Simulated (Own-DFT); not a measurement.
# How strain changes the stress of diamond-structure SiGeSn with randomly placed atoms, 64 atoms (Ge40Si16Sn8)

These are calculations, not measurements. The program, named Own-DFT, is a retired in-house plane-wave density functional code that no person has reviewed. Each row is one single-point run on a periodic cell that was not relaxed, without spin or spin-orbit coupling.

Settings of every run: PBE; PseudoDojo norm-conserving scalar-relativistic files; cutoff 49 hartree; 3 x 3 x 3 k mesh centred on Gamma; Fermi-Dirac smearing of 0.1 eV.

Known limits: forces on such cells moved up to 12 meV/angstrom on a denser k mesh; stress not checked against mesh or cutoff.

Unstrained cell vectors in Å: (11.410, 0.000, 0.000); (0.000, 11.410, 0.000); (0.000, 0.000, 11.410). The unstrained cell has measured lattice constants (interpolated for alloys), not those of this functional. That, the random moves and any unrelaxed bonds set the pressure at no strain. Each run strains this cell uniformly, with the atoms carried along. Every atom was also moved at random, by a Gaussian of width 0.05 Å on each axis. The random placing of the alloy's atoms differs from row to row. Strain is the symmetric tensor, in per cent. Stress is positive in tension, and the pressure is minus a third of its trace.

| run | e_xx (%) | e_yy (%) | e_zz (%) | s_xx (GPa) | s_yy (GPa) | s_zz (GPa) | P (GPa) | E (meV/atom) |
|---|---|---|---|---|---|---|---|---|
| 1 | -0.50 | -0.50 | 0.00 | -5.74 | -5.74 | -5.52 | 5.67 | 39.8 |
| 2 | 2.25 | 2.25 | 0.00 | -1.01 | -1.12 | -2.39 | 1.50 | 0.0 |
| 3 | -2.00 | -2.00 | 0.00 | -8.99 | -8.99 | -7.68 | 8.55 | 75.9 |
| 4 | -3.00 | -3.00 | 0.00 | -10.98 | -11.20 | -9.18 | 10.45 | 97.3 |
| 5 | -0.25 | -0.25 | 0.00 | -5.16 | -5.04 | -4.97 | 5.06 | 14.4 |
| 6 | 0.50 | 0.50 | 0.00 | -3.64 | -3.79 | -4.08 | 3.83 | 5.2 |
| 7 | -2.75 | -2.75 | 0.00 | -10.61 | -10.65 | -8.89 | 10.05 | 94.9 |
| 8 | -1.00 | -1.00 | 0.00 | -6.42 | -6.51 | -5.87 | 6.27 | 30.7 |
| 9 | -0.75 | -0.75 | 0.00 | ? | ? | ? | ? | ? |

E is the free energy for each atom above the lowest run shown.

## Worked fit

The change of volume is close to e_xx + e_yy + e_zz. A straight line through the runs shown gives P = 4.96 - 88 x (fractional change of volume) GPa, with an error of 4 on the slope and a scatter of 0.39 GPa. The strain isn't the same on all axes, but the crystal is cubic, so the slope still estimates the bulk modulus, averaged over pressures from 1.5 to 10.5 GPa.

## Withheld run

Question: what pressure should run 9 give? Its volume changes by -1.49 %.

The line gives 6.3 GPa. The calculation gave 5.91 GPa.
